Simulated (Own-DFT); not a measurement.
AlGa3N4 (wurtzite random alloy, strained, atoms displaced), Al3GaN4 (wurtzite random alloy, strained, atoms displaced) (calculated)

All values are calculated (Own-DFT development build). A calculation, not a measurement: plane-wave PBE density functional theory by an unreviewed code, no spin, of a simulated periodic cell, stress positive in tension, free energy of the whole cell less one offset for each atom, forces on such cells passed a denser k mesh, this cell's mesh not checked; offsets are fitted by least squares, one for each functional and potential file, so energies compare only between cells with the same atoms and settings and are not formation energies; the far tail of each file's local potential was reset to the Coulomb form; each entry is a single point on an unrelaxed cell, so the pressure reflects the starting lattice, mostly measured values, from which strain is counted, and rises with the displacements; printed positions are rounded, which can move forces by about a meV/angstrom; the program is a retired in-house code; no spin-orbit coupling.

Common to all runs: functional PBE; potential files PseudoDojo norm-conserving, scalar-relativistic, standard set with the stringent files for Ga; wave cutoff 96 hartree; occupations Gaussian; smearing width 0.01 eV; k mesh 4 x 4 x 3 centred on Gamma.

(1) 
```xyz
72
Lattice="9.2477 0.0000 0.0000 -4.6239 8.0088 0.0000 0.0000 0.0000 10.2685" Properties=species:S:1:pos:R:3:force_x:R:1:force_y:R:1:force_z:R:1 formula=AlGa3N4 free_energy_of_cell_above_offsets=-3.475 pressure=20.8 stress_xx=-27.14 stress_yy=-24.53 stress_zz=-10.72 stress_yz=0.06 stress_xz=-0.19 stress_xy=0.76
Ga     0.0217     1.8839     0.0974      0.157     -2.762     -0.911
Ga     1.5774     0.9004     2.5545      0.326      -1.62      0.667
N      0.0720     1.7785     1.9863     -2.455      0.346      0.111
N      1.5359     0.8590     4.5262      1.448     -0.029     -1.245
Ga     0.1080     1.7746     5.1565     -2.168     -2.337     -0.744
Ga     1.5428     0.9580     7.7197      -0.33     -0.552      0.355
N     -0.0161     1.7275     6.9577      1.016      2.414      2.942
N      1.6427     0.9450     9.6516     -3.519     -1.807     -0.683
Ga    -1.4613     4.4380    10.1749     -2.651     -0.051      0.821
Al    -0.0155     3.5063     2.5492      1.263      1.013      0.693
N     -1.4550     4.4673     1.8703     -1.016     -3.009      0.969
N      0.0424     3.4659     4.6171     -1.987      2.204     -3.729
Ga    -1.5342     4.4628     4.9712      0.463       0.14      2.302
Al     0.0509     3.6453     7.6341     -0.274     -2.747      1.105
N     -1.4493     4.4454     7.0968     -0.158      0.413     -1.369
N      0.0218     3.5644     9.6387      1.278      0.261     -2.627
Ga    -3.0375     7.0240    10.1895     -0.664      2.728      2.017
Ga    -1.4901     6.1587     2.4869      -2.34      1.817      1.309
N     -3.1511     7.0919     1.9186      3.017      0.857     -0.746
N     -1.5561     6.2816     4.4747      1.727      -1.51     -0.946
Ga    -3.0486     7.0878     5.0606     -1.438      0.755      2.056
Ga    -1.5233     6.2035     7.7067      -0.85      0.904      0.209
N     -3.0851     7.1842     7.0487      1.064     -0.632      0.165
N     -1.4902     6.2536     9.6846     -0.171     -1.469      -1.98
Ga     3.1108     1.7617    10.1777       1.71       1.49      2.021
Ga     4.6363     0.9542     2.5921     -0.015     -1.433     -0.112
N      3.0980     1.7237     1.9200      0.159      0.665     -0.771
N      4.6131     0.8928     4.4974      1.862      0.207      0.621
Ga     3.1027     1.7426     5.1205     -0.705     -0.368      1.308
Ga     4.5018     0.9174     7.7292      6.251     -2.272       2.07
N      3.1608     1.7392     7.1817     -4.399      3.691     -3.402
N      4.6557     0.8079     9.6907     -0.047      1.908     -1.424
Al     1.5026     4.4351    10.2300      1.958      0.735       1.01
Ga     3.0170     3.4846     2.5996      0.717      1.469     -0.968
N      1.5037     4.4332     1.8957     -0.786     -0.169       0.04
N      2.9849     3.4808     4.5102      0.233       1.51      0.478
Ga     1.4124     4.4975     5.1605      2.701      0.667     -0.532
Ga     3.1105     3.6445     7.5796      2.223     -1.516      2.746
N      1.5878     4.3735     7.0582     -2.214      3.087      0.023
N      3.1454     3.5792     9.7238     -1.459      1.025     -1.508
Ga    -0.0568     7.1489     0.0611      1.812     -0.907      0.306
Ga     1.5046     6.2863     2.5684      1.344     -1.136     -1.566
N     -0.0548     7.0695     1.9223      1.475      2.363      0.407
N      1.5567     6.2886     4.4063      -0.28      -0.83      2.206
Ga    -0.0025     7.1066     5.1978      0.397      0.643     -0.989
Al     1.5090     6.3054     7.6947      1.796     -1.033      1.142
N      0.0285     7.1172     7.0840     -0.241      0.065      0.005
N      1.5340     6.2746     9.7119     -0.554     -1.901     -2.283
Ga     6.1761     1.7416     0.0353     -0.617      1.039     -0.423
Al     7.7191     0.8261     2.5303      0.215      1.185      0.967
N      6.1659     1.8558     1.9506      1.505     -1.508       0.57
N      7.7431     0.8141     4.4884     -1.105      1.527     -0.792
Al     6.1992     1.8037     5.1424      0.396     -1.367      0.407
Ga     7.7925     0.8802     7.7189     -1.929     -0.485      0.275
N      6.1847     1.8621     7.0951     -0.431     -4.145     -2.062
N      7.6777     0.8729     9.6935       2.16     -0.264     -0.734
Al     4.6166     4.4777     0.0407      0.656     -1.027       0.93
Al     6.2532     3.5265     2.5824     -1.817      2.347     -0.268
N      4.5671     4.5244     1.9841      1.703     -1.891     -0.045
N      6.1296     3.5962     4.6091        1.5     -2.057     -2.844
Ga     4.5891     4.3559     5.1188     -1.696       2.52      0.498
Ga     6.2558     3.5179     7.6145      -1.33      3.074        2.3
N      4.6587     4.5668     7.0569      0.616     -2.001     -0.603
N      6.1190     3.5423     9.6421      0.586      0.824     -0.147
Ga     3.1244     7.0208     0.0197     -0.239      1.561      0.752
Ga     4.6901     6.2976     2.6821      -1.52     -1.785     -0.239
N      3.1823     7.1270     1.9332     -2.045      0.371      0.169
N      4.5918     6.3066     4.5680      0.857     -2.458     -0.525
Al     3.1042     7.0742     5.0627     -1.202      1.292      1.155
Ga     4.6346     6.2874     7.6990      0.004      0.227      0.677
N      3.0771     7.0680     6.9527     -1.293      0.452      1.004
N      4.6726     6.2042     9.7377     -0.652     -0.715     -2.588
```

Units: free_energy_of_cell_above_offsets in eV; pressure, stress_xx, stress_yy, stress_zz, stress_yz, stress_xz, stress_xy in GPa; force_x, force_y, force_z in eV/Å.

(2) 
```xyz
72
Lattice="9.2477 0.0000 0.0000 -4.6239 8.0088 0.0000 0.0000 0.0000 10.2685" Properties=species:S:1:pos:R:3:force_x:R:1:force_y:R:1:force_z:R:1 formula=AlGa3N4 free_energy_of_cell_above_offsets=-4.241 pressure=20.64 stress_xx=-25.79 stress_yy=-24.74 stress_zz=-11.38 stress_yz=-0.55 stress_xz=0.4 stress_xy=2.12
Al    -0.0374     1.7717     0.0550      1.328      0.535     -0.142
Ga     1.5685     0.7856     2.5755      0.105      2.707       1.38
N      0.0884     1.7156     2.0029     -2.467      0.403     -1.924
N      1.5539     0.9103     4.4956      0.364     -1.037       0.14
Ga     0.0458     1.8195     5.1079     -0.155     -1.124       1.25
Al     1.5888     0.9813     7.7487     -2.954     -2.447      0.773
N     -0.0383     1.7492     7.1217      1.341      0.207     -0.428
N      1.5948     0.9293     9.6629     -2.245       -0.5     -0.818
Al    -1.6232     4.4105     0.0187      3.774      1.777      0.824
Ga    -0.0002     3.5374     2.5405     -0.081     -1.087      0.448
N     -1.5339     4.4125     1.9472      -0.25      2.107      -1.09
N      0.0260     3.5169     4.4461     -0.884      2.002      0.668
Ga    -1.5724     4.4476     5.1558      1.151      0.188     -0.671
Ga    -0.0330     3.5933     7.7206       3.95     -2.045        1.9
N     -1.3945     4.4357     7.0905     -3.839      2.364     -1.555
N      0.0325     3.6182     9.6894     -1.945     -1.393      0.161
Ga    -3.0597     7.0746     0.0162     -0.518      1.839      0.341
Al    -1.5310     6.2454     2.5631     -0.353     -0.588      0.112
N     -3.0590     7.1530     1.9479      0.273      -3.66     -0.545
N     -1.5824     6.3050     4.4797      3.468     -2.305     -1.548
Ga    -3.0242     7.0385     5.1166     -2.352      2.916      0.958
Ga    -1.5409     6.2944     7.6672     -0.208     -1.205      1.757
N     -3.0338     7.1006     6.9921     -2.179      1.035      1.952
N     -1.5471     6.2531     9.6856      0.005     -2.341     -1.169
Ga     3.1011     1.7403     0.0699      -0.33       0.91     -0.284
Ga     4.5761     0.8713     2.5339      0.423      2.021      0.948
N      3.0350     1.8308     1.9564      0.895     -0.557      0.201
N      4.6595     0.8379     4.4807      0.938      2.904     -0.166
Ga     3.1118     1.7174     5.1679      -0.48       1.34      0.069
Ga     4.6516     0.8662     7.6659     -0.116      1.077      1.295
N      3.0222     1.6835     7.1312      2.255      3.112     -1.208
N      4.5934     0.9049     9.6162      0.886     -0.585      -0.16
Ga     1.6136     4.4180     0.0728     -2.147      1.739     -0.409
Ga     3.1355     3.5795     2.5980     -1.673     -0.394      0.835
N      1.5211     4.3944     1.9260      1.151      1.791      1.042
N      3.0046     3.6347     4.5424      2.023     -1.985     -0.846
Ga     1.5255     4.4929     5.1234      -1.07     -0.848      1.315
Al     3.0737     3.5845     7.7345      0.528     -0.936      0.058
N      1.6245     4.4956     7.0760     -0.793     -2.229     -0.548
N      3.0239     3.5727     9.6852      4.164     -0.614     -1.775
Ga     0.0213     7.0712     0.0109      0.026      0.785     -0.379
Ga     1.5169     6.2314     2.6106     -0.337     -0.095     -1.176
N     -0.0831     7.2029     1.9021      0.825     -2.784      0.369
N      1.4934     6.2097     4.5095      0.159      1.877     -0.223
Ga     0.0001     7.2321     5.2260     -0.269      -2.99     -0.185
Ga     1.5529     6.1979     7.6789       0.42      0.985      1.345
N      0.0058     7.0988     7.1338      0.715      0.317     -1.273
N      1.5251     6.2138     9.6125      1.135      0.213      0.665
Ga     6.1078     1.8130     0.0054      0.683     -2.037      0.347
Ga     7.6284     0.7891     2.5433      0.986       6.33      2.106
N      6.1505     1.8344     1.9400       -0.3     -0.724     -0.259
N      7.6902     0.9447     4.5514      0.567      0.088     -1.491
Al     6.2475     1.7515     5.1551     -2.226      1.429      0.063
Al     7.7453     0.8628     7.7142     -1.232      0.154     -0.091
N      6.1577     1.7955     7.0241      1.396      0.109      0.492
N      7.7093     0.8633     9.6263      0.029      4.045     -1.155
Al     4.6725     4.4088     0.0165     -1.494        1.3      -0.03
Ga     6.1306     3.6299     2.5377      2.129     -1.752      1.954
N      4.6548     4.4548     2.0111     -1.479      0.896     -3.122
N      6.1569     3.5487     4.5047     -0.099     -0.875     -0.011
Ga     4.6064     4.4408     5.1188      -0.04      0.458      0.206
Ga     6.2233     3.6899     7.7270     -0.544     -1.725     -0.499
N      4.6217     4.4487     7.0247      -0.36      0.732      1.971
N      6.2408     3.5339     9.6997     -2.465      1.591     -1.398
Ga     3.1126     7.2474    10.2463     -2.344     -3.115      1.507
Ga     4.5875     6.2124     2.5824      1.203       1.21      0.163
N      3.1351     7.2249     1.9665     -1.302     -5.605     -1.814
N      4.6492     6.2930     4.5011     -0.895     -1.233     -0.546
Ga     3.0814     7.1919     4.9914     -0.005     -1.465      2.546
Al     4.5840     6.2798     7.6991      1.967     -0.877      0.407
N      3.1217     7.0902     7.1535     -0.768      1.648     -1.729
N      4.5668     6.3569     9.7055      1.937     -3.982       -1.9
```

Units: free_energy_of_cell_above_offsets in eV; pressure, stress_xx, stress_yy, stress_zz, stress_yz, stress_xz, stress_xy in GPa; force_x, force_y, force_z in eV/Å.

(3) 
```xyz
72
Lattice="9.2763 0.0000 0.0000 -4.6382 8.0335 0.0000 0.0000 0.0000 10.0655" Properties=species:S:1:pos:R:3:force_x:R:1:force_y:R:1:force_z:R:1 formula=Al3GaN4 free_energy_of_cell_above_offsets=-19.385 pressure=12.77 stress_xx=-15.04 stress_yy=-14.6 stress_zz=-8.67 stress_yz=0.37 stress_xz=-0.85 stress_xy=1.49
Ga    -0.0859     1.7528     0.0919      0.992      1.372     -2.844
Al     1.5015     0.9426     2.4791      0.916     -0.003     -0.581
N     -0.0262     1.8352     1.8719      0.734     -0.089      3.661
N      1.5176     0.9214     4.3212      0.599      -0.08       1.41
Al    -0.0205     1.8283     4.9227     -0.369     -3.162      2.136
Al     1.5908     0.9042     7.5302      -1.74      -0.65      0.448
N     -0.0518     1.8199     6.9228      1.496      -1.55     -1.013
N      1.4589     0.8982     9.5011      2.215      0.161     -1.143
Al    -1.5463     4.4460    10.0521       0.99     -0.086     -0.089
Al     0.0228     3.5887     2.5557     -0.416      0.398     -0.657
N     -1.5971     4.3697     1.9144      1.024      2.026      0.013
N     -0.0176     3.5072     4.5068      0.746      2.619     -1.874
Al    -1.5525     4.4082     5.0358     -0.938      1.154     -0.075
Al    -0.0081     3.5515     7.3582      0.028      1.498      2.696
N     -1.6030     4.5177     6.8883       1.07     -1.008      0.742
N     -0.0014     3.5153     9.4539      0.135      1.973      -0.77
Ga    -3.0389     7.1343    10.0651     -0.681      0.231      0.204
Al    -1.6717     6.2906     2.5050      3.457      -1.43      0.607
N     -3.1268     7.1562     1.9635     -0.294      0.827     -0.246
N     -1.5780     6.2123     4.4424     -0.515     -0.282     -1.748
Al    -3.1321     7.1080     4.8888      0.729      0.677       2.09
Al    -1.6576     6.2586     7.5720      2.775     -0.703     -0.357
N     -3.0637     7.0620     6.9099     -1.646      2.832     -0.796
N     -1.5067     6.2641     9.4441      0.795     -0.982       0.46
Al     3.1244     1.6989    10.0323       -0.2      1.384     -0.136
Ga     4.4832     0.9520     2.5372      7.502     -3.942      1.774
N      3.2255     1.7736     1.9247     -8.475      4.194     -3.742
N      4.6203     1.0033     4.3792     -1.042     -1.638      1.469
Al     3.1099     1.7280     5.0780     -0.696      1.356     -0.582
Ga     4.6334     0.9208     7.4848      2.188     -2.262      1.327
N      3.1484     1.7887     7.0016     -2.819      0.015     -2.156
N      4.6751     0.7953     9.4144     -0.109      1.553      1.142
Al     1.6457     4.4646     0.0199     -2.486       -0.3     -1.376
Al     3.1363     3.5728     2.5457     -0.407     -0.845      0.262
N      1.6260     4.4006     1.8553     -1.052     -0.373       1.38
N      3.2360     3.6013     4.4475     -5.343      -2.79     -1.254
Al     1.5484     4.4140     5.0696      1.064      1.262     -0.723
Al     3.1853     3.5000     7.5114     -0.672      2.739      0.525
N      1.6029     4.4795     6.9176     -0.218     -1.335      0.079
N      3.0323     3.6298     9.3708      2.799     -1.868      0.681
Al     0.0465     7.1340     0.1120      0.006     -0.279     -2.206
Al     1.6591     6.1560     2.3802     -1.606      2.005      2.237
N      0.0539     7.2200     1.8985     -1.021      -2.86       1.25
N      1.5532     6.2340     4.4653     -0.016     -1.267     -1.541
Ga    -0.0106     7.1790     5.0191       0.19     -0.487     -1.142
Al     1.5439     6.2039     7.5302     -0.258      1.399      0.437
N     -0.1089     7.1039     6.8586      1.335     -0.232      2.383
N      1.6199     6.2620     9.5234     -2.533     -1.386     -1.221
Al     6.2129     1.8256     0.0689     -1.362      -0.62     -0.872
Al     7.7348     0.9417     2.4546     -0.468     -1.508      1.807
N      6.2002     1.6974     1.8995     -0.585      2.484      0.339
N      7.6891     0.9072     4.4750      1.976      0.362     -2.231
Ga     6.1714     1.7797     4.9989      0.056      0.254      0.596
Al     7.7218     0.8961     7.5340     -0.014       1.04      0.631
N      6.2028     1.8209     6.8991      0.491     -0.152      1.303
N      7.6894     0.8946     9.5140     -0.831      2.852     -2.471
Al     4.6585     4.5503    10.0498     -1.081     -1.605     -0.134
Al     6.1454     3.6179     2.5273     -0.276     -2.017      0.241
N      4.5649     4.4540     1.8893      1.812      0.785     -0.116
N      6.1488     3.5501     4.4690      1.955      1.103     -2.362
Ga     4.6408     4.4540     5.0078      1.926      1.837      1.728
Al     6.2319     3.5580     7.5752     -0.585       0.32     -0.522
N      4.7033     4.4658     6.8950     -0.474     -0.341      2.177
N      6.1704     3.5894     9.4761     -0.055     -0.062     -0.173
Ga     3.0542     7.2555     9.9959      1.607     -2.926      2.025
Al     4.6799     6.2223     2.5295     -2.062      0.516      0.394
N      3.1133     7.1577     1.9609      1.256       0.06     -0.448
N      4.5931     6.2744     4.4935      1.439     -0.397     -2.452
Ga     3.1131     7.1671     5.0956     -1.319     -0.039      0.155
Al     4.7133     6.2201     7.5985     -1.184      0.293     -1.097
N      3.1320     7.2083     7.0285     -0.353     -1.939      0.443
N      4.6629     6.2672     9.4543     -0.103     -0.085     -0.106
```

Units: free_energy_of_cell_above_offsets in eV; pressure, stress_xx, stress_yy, stress_zz, stress_yz, stress_xz, stress_xy in GPa; force_x, force_y, force_z in eV/Å.
